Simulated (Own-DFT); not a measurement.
Simulation results for Si₂₄O₄₇ (quartz with one vacancy, atoms displaced), Ti₁₂O₂₃ (rutile with two vacancies, strained, atoms displaced)

Computed with Own-DFT development build. A calculation, not a measurement: plane-wave PBE density functional theory by an unreviewed code, no spin, of a simulated periodic cell, stress positive in tension, free energy of the whole cell less one offset for each atom, defect cell not probed for a lower state with spin; oxygen file: force components 24 meV/angstrom off all-electron in one glass; forces on such cells passed a denser k mesh, this cell's mesh not checked; offsets are fitted by least squares, one for each functional and potential file, so energies compare only between cells with the same atoms and settings and are not formation energies; the far tail of each file's local potential was reset to the Coulomb form; each entry is a single point on an unrelaxed cell, so the pressure reflects the starting lattice, mostly measured values (interpolated for alloys), from which strain is counted, and rises with the displacements; printed positions are rounded, which can move forces by about a meV/angstrom; the program, named Own-DFT, is a retired in-house code; no spin-orbit coupling; before rounding, a Quantum ESPRESSO 7.3.1 run of the same cell and cutoff gave forces within 1 meV/angstrom rms on each cell, which checks the program and not the settings.

Settings shared by all entries: functional PBE; potential files PseudoDojo norm-conserving, scalar-relativistic, standard set; wave cutoff 72 hartree; occupations Fermi-Dirac; smearing width 0.1 eV.

(1) Si₂₄O₄₇ (quartz with one vacancy, atoms displaced)

```xyz
71
Lattice="9.8268 0.0000 0.0000 -4.9134 8.5103 0.0000 0.0000 0.0000 10.8104" Properties=species:S:1:pos:R:3 Si24O47
Si    -2.5714     8.4787    10.7688
Si     8.6220     1.9832     3.5719
Si     1.3189     2.2282     1.7819
O      2.7261     2.5083     2.4465
O      3.2939     0.5459     4.2792
O     -1.0576     3.1295     4.7064
O      0.2704     1.7408     2.8614
O      0.7407     3.6173     1.2083
Si    -2.6304     8.4332     5.4711
Si     8.6760     1.9691     8.9988
Si     1.2509     2.2113     7.3161
O      1.3896     1.1389     6.0479
O      2.8652     2.4931     7.8973
O      3.2367     0.5862     9.6944
O     -1.1585     3.0765    10.1789
O      0.1949     1.7273     8.2458
O      0.7529     3.6591     6.5693
Si    -0.1760     4.2620     0.0419
Si     6.1988     6.2262     3.5918
Si    -1.1526     6.6032     1.8023
O     -1.1183     5.4302     0.7452
O      0.3330     6.8361     2.4034
O      0.7722     4.8653     4.2356
O     -3.5811     7.4111     4.8092
O     -2.1438     5.9050     2.9377
O     -1.7202     7.8607     1.1101
Si    -0.1546     4.2278     5.4027
Si     6.1589     6.3026     9.0551
Si    -1.1260     6.4830     7.2109
O     -1.0440     5.4231     6.1116
O      0.2545     6.7516     7.8027
O      0.7358     4.8078     9.6690
O     -3.5851     7.3591    10.1168
O     -2.0825     5.9316     8.2904
O     -1.6913     7.7618     6.5377
Si     7.1362     0.0347     0.0661
Si     3.7387     1.9827     3.5532
Si     6.2074     2.2613     1.8307
O      6.3160     1.1753     0.4979
O      7.6883     2.5839     2.3373
O      8.1020     0.6535     4.2568
O      3.8707     3.2189     4.8329
O      5.1874     1.7217     2.9021
O      5.7189     3.6663     1.1203
Si     2.3023     8.4059     5.4870
Si     3.7124     1.9894     9.0534
Si     6.2697     2.2094     7.2058
O      6.2556     1.2014     6.0121
O      7.7628     2.6694     7.8506
O      8.1039     0.5617     9.5729
O      3.8556     3.1348    10.1347
O      5.2787     1.7095     8.4189
O      5.7853     3.6007     6.5024
Si     4.6434     4.2868    10.7375
Si     1.3008     6.1825     3.5084
Si     3.7301     6.4724     1.7701
O      3.7702     5.4024     0.6194
O      5.2998     6.7581     2.5533
O      5.7477     4.8467     4.3083
O      1.3740     7.4580     4.7583
O      2.7084     5.9968     2.9032
O      3.2524     7.9020     1.2374
Si     4.7618     4.3143     5.3773
Si     1.2759     6.1713     9.0916
Si     3.8018     6.5505     7.1747
O      3.7897     5.3966     6.0756
O      5.2128     6.7256     7.9155
O      5.6456     4.9541     9.7122
O      1.3401     7.3981    10.2660
O      2.7479     5.9672     8.2310
O      3.1354     8.0020     6.6465
```

* k mesh: 3 x 3 x 2 centred on Gamma
* free energy of cell above offsets: -17.109 eV
* pressure: 8.26 GPa
* stress xx: -7.97 GPa
* stress yy: -7.44 GPa
* stress zz: -9.38 GPa
* stress yz: 1.08 GPa
* stress xz: -1.79 GPa
* stress xy: -1.62 GPa

Force:
| element | x (eV/Å) | y (eV/Å) | z (eV/Å) |
| --- | --- | --- | --- |
| Si | -4.844 | 1.752 | 2.664 |
| Si | 0.907 | 0.625 | -0.557 |
| Si | -0.463 | -2.398 | -2.686 |
| O | 1.249 | 0.817 | 0.365 |
| O | -0.131 | 1.393 | -0.47 |
| O | -0.736 | -0.601 | -0.348 |
| O | -1.272 | -0.769 | 1.395 |
| O | 0.192 | 0.977 | -0.648 |
| Si | 1.747 | 2.645 | -1.039 |
| Si | -3.619 | 0.569 | 1.025 |
| Si | 5.213 | 3.156 | -6.307 |
| O | -0.128 | 0.805 | 1.431 |
| O | -5.448 | 0.694 | -3.388 |
| O | 1.975 | 1.242 | -2.629 |
| O | 1.623 | 1.277 | 1.259 |
| O | -0.423 | -2.223 | 3.177 |
| O | 1.735 | -2.256 | 2.062 |
| Si | -3.047 | -1.205 | 1.08 |
| Si | 5.229 | -1.38 | 5.204 |
| Si | -0.032 | -2.896 | 2.865 |
| O | 1.275 | -2.264 | -2.64 |
| O | -0.286 | 0.235 | -0.215 |
| O | 0.395 | 0.113 | -0.569 |
| O | -1.693 | -3.002 | -2.066 |
| O | -0.053 | 1.351 | 0.389 |
| O | 0.575 | 1.271 | 0.732 |
| Si | -0.992 | 1.869 | 0.712 |
| Si | 4.584 | -4.854 | -3.573 |
| Si | -1.156 | -0.035 | 0.089 |
| O | 0.776 | -3.828 | -4.144 |
| O | 5.56 | 0.132 | 4.122 |
| O | 0.756 | -0.232 | -0.345 |
| O | 0.937 | 4.183 | 3.892 |
| O | -5.157 | -0.146 | 4.495 |
| O | -0.41 | 2.626 | 0.041 |
| Si | 6.28 | -3.646 | -2.751 |
| Si | 0.155 | -0.028 | 4.419 |
| Si | 0.187 | 1.469 | -3.679 |
| O | -3.917 | 5.799 | 4.318 |
| O | 0.549 | -0.827 | 1.216 |
| O | -0.189 | -1.097 | 0.546 |
| O | -3.346 | -5.369 | -4.373 |
| O | -0.343 | -0.545 | 0.675 |
| O | -1.484 | -0.052 | -0.467 |
| Si | -2.357 | 7.086 | -4.086 |
| Si | 5.374 | -2.068 | -0.014 |
| Si | 0.015 | 2.851 | 1.401 |
| O | 1.131 | -2.939 | -1.385 |
| O | -1.586 | -1.325 | -0.653 |
| O | -0.081 | -0.382 | 0.99 |
| O | -2.387 | -1.653 | -0.044 |
| O | -1.437 | 0.296 | 0.737 |
| O | -1.084 | 1.1 | 0.068 |
| Si | 4.837 | -0.059 | 3.064 |
| Si | -2.112 | 2.736 | 3.699 |
| Si | 2.469 | 2.09 | 2.037 |
| O | -0.992 | 0.102 | -0.254 |
| O | -7.216 | 1.563 | -6.495 |
| O | 1.418 | 1.599 | -2.237 |
| O | -2.24 | -5.061 | -3.38 |
| O | 2.278 | -0.979 | -0.336 |
| O | -0.727 | 1.03 | -1.101 |
| Si | 2.4 | -0.57 | 4.441 |
| Si | 1.052 | 3.865 | -3.691 |
| Si | -1.291 | 0.728 | 0.538 |
| O | 0.367 | 0.704 | -0.885 |
| O | -1.678 | 1.494 | -2.771 |
| O | 0.196 | -0.524 | -0.652 |
| O | -1.244 | -3.606 | -1.986 |
| O | -2.621 | -0.106 | 2.994 |
| O | 4.79 | -3.316 | 4.721 |

(2) Ti₁₂O₂₃ (rutile with two vacancies, strained, atoms displaced)

```xyz
70
Lattice="9.2001 0.0924 -0.1141 0.0924 9.1890 0.0184 -0.1102 0.0178 9.0308" Properties=species:S:1:pos:R:3 Ti12O23
Ti     0.0949     9.1948     8.9271
Ti     2.2576     2.2862     1.3569
O      1.2941     1.3562     8.8911
O      3.3117     3.1684     0.0021
O      3.7582     0.8261     1.5459
O      0.8243     3.7146     1.6735
Ti     9.0650     9.2844     2.8663
Ti     2.1689     2.1984     4.4454
O      1.2858     1.4650     2.9754
O      3.1457     3.2115     2.8226
O      3.6514     1.0156     4.4536
O      0.8313     3.7561     4.5096
Ti    -0.0020     0.0913     5.9765
Ti     2.2603     2.3085     7.6313
O      1.3501     1.5217     6.0594
O      3.2120     3.3122     5.9470
O      3.7166     0.9013     7.4745
O      0.7712     3.6721     7.5905
Ti    -0.0222     4.6223     8.9833
Ti     2.3945     6.9874     1.4929
O      1.4675     5.9681     0.1272
O      3.0667     7.7216     8.9437
O      3.8831     5.5559     1.3247
O      0.9821     8.3223     1.5347
Ti     0.0236     4.5101     2.8613
Ti     2.2475     6.8006     4.4628
O      1.5476     5.9610     2.9994
O      3.2203     7.7790     3.0117
O      3.7196     5.5134     4.6388
O      0.8582     8.4597     4.4915
Ti     9.1289     4.7491     5.9423
Ti     2.2806     6.9002     7.4635
O      1.4458     5.9605     6.0708
O      3.1872     7.8901     6.0316
O      3.5751     5.5385     7.5903
O      0.8980     8.1509     7.3896
Ti     4.5254     0.0539    -0.0126
Ti     6.8939     2.3420     1.4153
O      6.0231     1.5300     0.0181
O      7.5342     3.2314     8.9309
O      8.2615     0.8969     1.5082
O      5.4023     3.9948     1.3877
Ti     4.5307     0.0876     2.7946
Ti     7.1089     2.2226     4.3560
O      5.9115     1.3625     2.9344
O      7.7757     3.3192     2.9412
O      8.4263     0.9766     4.3446
O      5.6220     3.9248     4.3437
Ti     4.5616     0.1135     5.8977
Ti     6.7135     2.2979     7.4308
O      5.9906     1.4362     5.9949
O      7.6357     3.3457     5.9241
O      8.2000     1.0345     7.4411
O      5.3620     3.8372     7.4034
Ti     4.5468     4.6815     0.0809
Ti     6.9385     6.9826     1.4450
O      6.0213     6.0491     0.0097
O      7.8768     7.9309     8.8803
O      8.2535     5.6168     1.3620
O      5.5616     8.5377     1.4888
Ti     4.4894     4.7757     2.9850
Ti     6.9273     6.9592     4.5477
O      6.0107     6.0145     3.0291
O      7.8000     7.8800     2.8870
O      8.3802     5.6306     4.5205
O      5.4646     8.3307     4.5252
Ti     4.4427     4.8287     6.0466
Ti     6.9528     7.0724     7.3378
O      7.7482     7.7984     6.0101
O      5.5748     8.4497     7.4411
```

* k mesh: 3 x 3 x 3 centred on Gamma
* free energy of cell above offsets: -5.317 eV
* pressure: 6.41 GPa
* stress xx: -6.57 GPa
* stress yy: -5.95 GPa
* stress zz: -6.7 GPa
* stress yz: 0.61 GPa
* stress xz: -3.2 GPa
* stress xy: 5.19 GPa

Force:
| element | x (eV/Å) | y (eV/Å) | z (eV/Å) |
| --- | --- | --- | --- |
| Ti | -1.737 | -2.291 | 0.552 |
| Ti | 0.693 | 0.821 | 4.106 |
| O | 0.734 | 0.484 | 0.937 |
| O | -1.668 | -1.109 | 0.186 |
| O | -5.062 | 3.976 | -4.661 |
| O | 2.626 | -2.872 | -4.821 |
| Ti | 2.841 | -2.63 | -0.589 |
| Ti | 0.849 | 1.577 | 0.071 |
| O | 0.659 | -0.027 | -0.745 |
| O | -0.091 | 0.147 | -0.151 |
| O | -0.218 | -0.181 | 0.054 |
| O | 0.298 | -0.566 | 0.13 |
| Ti | 1.747 | -0.55 | 0.942 |
| Ti | 1.48 | 1.25 | -3.874 |
| O | -0.669 | -1.105 | -0.06 |
| O | -0.633 | -0.24 | 0.551 |
| O | -1.445 | 1.228 | 0.894 |
| O | -0.146 | 0.581 | 0.44 |
| Ti | -0.188 | 0.666 | 0.872 |
| Ti | -0.855 | 0.429 | -0.056 |
| O | -1.449 | -1.28 | -0.774 |
| O | 1.864 | 2.454 | 1.347 |
| O | -4.741 | 4.682 | 4.225 |
| O | 0.35 | -0.03 | -0.451 |
| Ti | -2.434 | 2.744 | 5.166 |
| Ti | -0.03 | 1.673 | 0.77 |
| O | -0.643 | -0.389 | -0.233 |
| O | 0.274 | -0.121 | 0.286 |
| O | -1.982 | 2.586 | -3.459 |
| O | 1.749 | -2.555 | 1.3 |
| Ti | -0.104 | -1.379 | -2.543 |
| Ti | 0.884 | 0.107 | -0.672 |
| O | -0.928 | -0.455 | -1.122 |
| O | -0.215 | -0.777 | -0.071 |
| O | 0.014 | 0.527 | -1.473 |
| O | -1.937 | 2.516 | 0.741 |
| Ti | 0.975 | -0.781 | -2.461 |
| Ti | -0.326 | 1.273 | -0.715 |
| O | -1.833 | -1.608 | -0.356 |
| O | 2.066 | 1.355 | 1.009 |
| O | -1.464 | 2.401 | -3.279 |
| O | 3.521 | -4.441 | 3.299 |
| Ti | 1.85 | -2.169 | 7.022 |
| Ti | -3.554 | 3.988 | 1.257 |
| O | 1.867 | 1.74 | 0.635 |
| O | -0.271 | -1.116 | -0.145 |
| O | -2.204 | 1.772 | 1.366 |
| O | -1.46 | -0.148 | -0.076 |
| Ti | -0.58 | -0.784 | -0.625 |
| Ti | -0.487 | 2.396 | -0.041 |
| O | -0.141 | -0.394 | -1.718 |
| O | 1.082 | -0.545 | -0.155 |
| O | 0.988 | -0.847 | -0.203 |
| O | 1.255 | -0.694 | -0.063 |
| Ti | 3.051 | -1.18 | -5.528 |
| Ti | -0.579 | -1.624 | -1.235 |
| O | 1.124 | 1.615 | -0.595 |
| O | -0.559 | -0.874 | -0.249 |
| O | 0.877 | -0.507 | 0.169 |
| O | 1.859 | -2.897 | -1.55 |
| Ti | 2.461 | -2.465 | 1.495 |
| Ti | -0.718 | -1.098 | -3.664 |
| O | 0.38 | 1.82 | -0.59 |
| O | -0.058 | -0.092 | 1.178 |
| O | -1.241 | 1.206 | -0.104 |
| O | 1.136 | -0.992 | 0.251 |
| Ti | 1.144 | -5.086 | 2.865 |
| Ti | -2.288 | 0.546 | 5.892 |
| O | 1.915 | 1.791 | -1.628 |
| O | 0.32 | -1.455 | 0.728 |

(3) Si₂₄O₄₇ (quartz with one vacancy, atoms displaced)

```xyz
71
Lattice="9.8268 0.0000 0.0000 -4.9134 8.5103 0.0000 0.0000 0.0000 10.8104" Properties=species:S:1:pos:R:3 Si24O47
Si     2.2709     0.0478     0.0146
Si     8.6747     1.9770     3.6302
Si     1.3165     2.2575     1.8284
O      1.3394     1.1017     0.6740
O      2.7715     2.4472     2.4200
O      3.1975     0.6111     4.3045
O     -1.0711     3.1218     4.7519
O      0.2710     1.7953     2.9864
O      0.7625     3.6636     1.1582
Si     2.2678     0.0321     5.4408
Si    -1.1108     2.0052     9.0264
Si     1.3058     2.2747     7.1685
O      1.4129     1.1835     6.0552
O      2.7448     2.4776     7.8436
O      3.2505     0.5487     9.6268
O     -1.0825     3.1679    10.1778
O      0.2948     1.7548     8.3158
O      0.8178     3.6086     6.5556
Si    -0.1374     4.2662    10.8014
Si     6.1837     6.2546     3.6251
Si    -1.1292     6.5107     1.8070
O     -1.0800     5.3756     0.6655
O      0.2645     6.7123     2.4416
O      0.7758     4.8814     4.2867
O     -3.4928     7.3893     4.7884
O     -2.1637     6.0238     2.9858
O     -1.6794     7.8983     1.1586
Si    -0.1816     4.2048     5.3985
Si     6.1417     6.3191     9.0680
Si    -1.1863     6.5225     7.1971
O     -1.0955     5.3556     6.0572
O      0.3135     6.7599     7.8484
O      0.7831     4.8479     9.6554
O     -3.5260     7.3950    10.1756
O     -2.1991     6.0462     8.3820
O     -1.7129     7.9394     6.5266
Si     2.2816     8.4511    10.7525
Si     3.7695     1.9809     3.5880
Si     6.1922     2.2881     1.8098
O      6.2887     1.1394     0.6410
O      7.6134     2.4943     2.4703
O      8.1678     0.6301     4.2042
O      5.2434     1.7627     2.9644
O      5.7170     3.6440     1.1582
Si     2.3146     8.5041     5.4119
Si     3.7736     1.9835     8.9626
Si     6.1786     2.3072     7.1874
O      6.2835     1.1496     6.0048
O      7.6696     2.5087     7.8450
O      8.1632     0.6757     9.6452
O      3.8728     3.1156    10.1698
O      5.2484     1.8063     8.3886
O      5.6539     3.6572     6.6214
Si     4.7759     4.2402    10.7917
Si     1.2683     6.2444     3.5532
Si     3.7120     6.5032     1.8129
O      3.8300     5.3971     0.6372
O      5.2161     6.7507     2.4712
O      5.7264     4.8604     4.2363
O      1.4110     7.3633     4.7663
O      2.7344     5.9823     2.9333
O      3.2654     7.8892     1.1412
Si     4.7863     4.2922     5.4585
Si     1.3273     6.2155     9.0290
Si     3.7187     6.5097     7.1893
O      3.8280     5.3834     6.0541
O      5.2674     6.7747     7.8381
O      5.6875     4.8704     9.6477
O      1.4213     7.3832    10.2031
O      2.7389     5.9879     8.3375
O      3.1970     7.8614     6.5629
```

- k mesh: 3 x 3 x 2 centred on Gamma
- free energy of cell above offsets: -23.445 eV
- pressure: 7.91 GPa
- stress xx: -8.46 GPa
- stress yy: -8.16 GPa
- stress zz: -7.1 GPa
- stress yz: 0.79 GPa
- stress xz: -0.33 GPa
- stress xy: -0.4 GPa

Force:
| element | x (eV/Å) | y (eV/Å) | z (eV/Å) |
| --- | --- | --- | --- |
| Si | 2.359 | -1.871 | -0.456 |
| Si | -1.562 | 2.046 | -1.933 |
| Si | -1.894 | 0.57 | -0.818 |
| O | -1.315 | 1.941 | 0.831 |
| O | 0.332 | 0.521 | -0.322 |
| O | 1.577 | 1.551 | -2.141 |
| O | -1.515 | -1.435 | -0.256 |
| O | 1.931 | -0.218 | -0.86 |
| O | 1.424 | -1.348 | 1.295 |
| Si | 0.149 | -0.501 | -1.125 |
| Si | -1.312 | 1.909 | -0.979 |
| Si | 0.179 | -0.789 | 2.015 |
| O | -1.45 | -0.041 | -0.727 |
| O | 0.599 | 0.47 | -0.025 |
| O | 0.345 | 1.538 | -0.481 |
| O | -0.639 | -1.481 | -0.972 |
| O | 0.462 | -0.255 | 0.369 |
| O | -1.06 | 2.375 | -1.183 |
| Si | -0.887 | 0.133 | 1.067 |
| Si | 1.848 | 0.822 | 0.008 |
| Si | -3.864 | -0.1 | -0.665 |
| O | -0.208 | 0.41 | -0.25 |
| O | 1.864 | 1.072 | 0.051 |
| O | 0.341 | 0.147 | -0.712 |
| O | -1.758 | -1.357 | -0.643 |
| O | 0.429 | 0.077 | -0.365 |
| O | 0.149 | 0.045 | 0.118 |
| Si | 1.737 | 2.173 | 1.291 |
| Si | 2.278 | -2.38 | -1.36 |
| Si | -0.086 | 0.287 | 0.479 |
| O | -0.397 | 0.566 | 0.438 |
| O | -0.178 | -0.138 | 0.281 |
| O | 1.09 | 0.572 | -0.926 |
| O | -0.907 | 0.846 | 1.393 |
| O | 0.155 | 0.136 | -0.064 |
| O | 2.172 | -2.027 | 2.71 |
| Si | 3.769 | 6.367 | 3.759 |
| Si | 0.902 | 1.21 | 3.086 |
| Si | 0.971 | -1.565 | -1.255 |
| O | 0.146 | -0.539 | -0.389 |
| O | 2.084 | 0.197 | 1.063 |
| O | -0.965 | -2.588 | 1.904 |
| O | -1.155 | -0.909 | 0.785 |
| O | -0.52 | 1.204 | -0.435 |
| Si | -0.25 | 1.05 | -1.467 |
| Si | -0.596 | -0.514 | 2.078 |
| Si | 2.761 | -2.493 | 0.563 |
| O | -0.398 | 1.004 | 0.781 |
| O | -0.026 | -0.016 | -0.083 |
| O | -0.697 | -2.161 | 0.87 |
| O | -1.425 | -1.792 | -1.161 |
| O | -0.143 | -0.7 | 0.014 |
| O | 0.227 | 1.462 | 0.161 |
| Si | 0.201 | 0.942 | 1.413 |
| Si | 0.973 | -0.298 | 2.775 |
| Si | 2.387 | 0.388 | -0.829 |
| O | -0.06 | -0.345 | -0.278 |
| O | -1.721 | 0.323 | -1.017 |
| O | -0.472 | -0.735 | 1.123 |
| O | -0.72 | -0.989 | -1.145 |
| O | -0.868 | -0.476 | 0.92 |
| O | -0.423 | 0.403 | -0.396 |
| Si | -0.87 | -2.966 | -4.045 |
| Si | -1.689 | 1.121 | -0.557 |
| Si | 2.512 | 0.07 | 1.119 |
| O | -1.024 | 1.003 | 0.211 |
| O | -3.282 | 0.359 | -1.803 |
| O | 0.415 | 0.695 | -0.615 |
| O | -3.637 | -5.306 | -3.212 |
| O | 0.59 | -0.39 | 0.499 |
| O | 0.613 | 0.716 | 0.481 |
